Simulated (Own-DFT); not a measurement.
# Response to strain: 4H SiC, 72 atoms (C36Si36)

Calculated, not measured: single-point runs of Own-DFT, a retired in-house plane-wave DFT program that no person has reviewed, on unrelaxed cells, without spin or spin-orbit coupling.

Settings: PBE; PseudoDojo norm-conserving scalar-relativistic files; cutoff 42 hartree; 4 x 4 x 3 k mesh centred on Gamma; Fermi-Dirac smearing of 0.1 eV.

Limits: forces on such cells passed a denser k mesh, each cell not checked; stress not checked against mesh or cutoff.

Unstrained cell vectors in Å: (9.248, 0.000, 0.000); (-4.624, 8.009, 0.000); (0.000, 0.000, 10.068). The unstrained cell has measured lattice constants (interpolated for alloys), not those of this functional. That, the random moves and any unrelaxed bonds set the pressure at no strain. A uniform strain is put on this cell, atoms riding along. Each atom got a random Gaussian move of width 0.05 Å along each axis. Stress is counted positive in tension, P = -(s_xx + s_yy + s_zz)/3, and strain components are those of the symmetric tensor.

```
run  e_xx (%)  e_yy (%)  e_zz (%)  e_yz (%)  e_xz (%)  e_xy (%)  s_xx (GPa)  s_yy (GPa)  s_zz (GPa)  s_yz (GPa)  s_xz (GPa)  s_xy (GPa)  P (GPa)  E (meV/atom)
  1     -0.71      1.28     -1.19     -0.28     -1.99      1.88       -8.82        1.36      -14.41       -0.82       -7.52        7.87     7.29          39.0
  2      0.16     -0.22      0.47     -1.72     -1.83     -1.66       -2.80       -8.38       -3.21       -5.85       -5.65       -7.37     4.80          28.8
  3      1.65      1.44     -1.59     -0.65      0.39     -1.72        4.26        2.57      -14.29       -2.87        0.03       -6.64     2.49          32.2
  4      0.77     -1.33     -1.53      0.29     -0.71     -0.10       -2.81       -9.68      -17.72        0.96       -2.95       -0.25    10.07          23.8
  5     -1.23     -1.40      0.75     -1.49      1.25     -0.93      -12.35      -13.45       -3.17       -5.17        3.83       -3.47     9.66          27.0
  6     -1.78     -1.78      0.11      1.73     -0.50     -0.89      -20.19      -17.44       -7.36        6.17       -1.58       -4.75    15.00          73.3
  7      1.82      1.83     -1.42      1.12     -0.74     -1.51        7.25        4.52      -14.16        4.23       -2.43       -6.14     0.80          18.9
  8      0.74     -0.41      1.55      0.72     -0.85      0.09       -1.88       -5.28        4.00        2.27       -3.39        1.02     1.05           0.0
  9      1.83      1.86     -0.72      1.68      0.21     -0.19        6.55        6.22       -9.20        5.78        0.27       -0.39    -1.19           7.4
 10     -0.66     -1.04     -1.78      1.23      0.98     -1.06       -9.30      -14.55      -17.73        5.35        2.86       -5.27    13.86          36.3
 11     -0.93     -1.97     -0.33     -1.50      0.99      1.32      -13.66      -15.60      -11.24       -5.35        5.45        7.72    13.50          49.2
 12      1.22     -1.71      1.33      0.37      1.18      0.47        0.00      -12.19        1.03        0.59        3.95        1.05     3.72          19.3
 13      0.98     -1.83      1.44      0.60     -0.28     -0.96       -1.01      -11.30        1.66        2.03       -1.44       -3.50     3.55           8.9
 14     -1.63     -1.71      0.18     -0.60      0.53     -1.17      -15.55      -20.14       -6.83       -3.59        1.01       -6.98    14.17          65.3
 15      1.38      0.01     -1.86     -0.05      1.53     -1.42        2.68       -3.77      -18.60       -1.05        5.08       -5.56     6.56          26.7
 16      0.32      0.07      0.67      0.82     -0.97      0.02       -3.83       -4.29       -1.07        2.96       -3.80        0.90     3.07          11.5
 17      0.47      1.18     -1.26      0.78      0.44     -0.23           ?           ?           ?           ?           ?           ?        ?             ?
```

E is the free energy per atom, counted from the lowest run shown.

## Worked fit

Each stress component was fitted by least squares to a constant and the strains of the runs shown, as fractions, with shears doubled. Shear strains stay in the fit of a normal stress only where such slopes are resolved. The slopes, in GPa:

| stress | at no strain | per e_xx | per e_yy | per e_zz | scatter |
|---|---|---|---|---|---|
| s_xx | -5.4 | 583 ± 32 | 96 ± 32 | 16 ± 30 | 1.25 |
| s_yy | -5.8 | 179 ± 44 | 483 ± 45 | 40 ± 42 | 1.73 |
| s_zz | -6.4 | 26 ± 18 | 82 ± 18 | 657 ± 17 | 0.72 |

The slope of each shear stress on twice its own strain, from a fit on all six strains: yz 182 ± 8, xz 170 ± 12, xy 229 ± 13 GPa. These are stiffnesses along x, y and z of the frame in which the cell vectors are given, with the crystal's c axis along z: C11, C12, C13 and C33. Hexagonal symmetry asks that xx and yy behave alike, which is a second check on the noise. The atoms are held to the strained lattice; where symmetry lets them move under strain, relaxing them would lower some slopes. The table should be nearly symmetric about its diagonal, and what it lacks of that shows the noise. A ninth of the table's sum, 240 ± 6 GPa, estimates the bulk modulus near the mean pressure of these runs, 6.8 GPa, so it lies above the value at zero pressure.

## Test on the hidden row

The question: what normal stresses and pressure should run 17 give?

Estimate: s_xx = -1.8, s_yy = 0.2, s_zz = -13.5 and P = 5.0 GPa. The hidden result is -2.15, 3.01, -14.46 and P = 4.53 GPa.
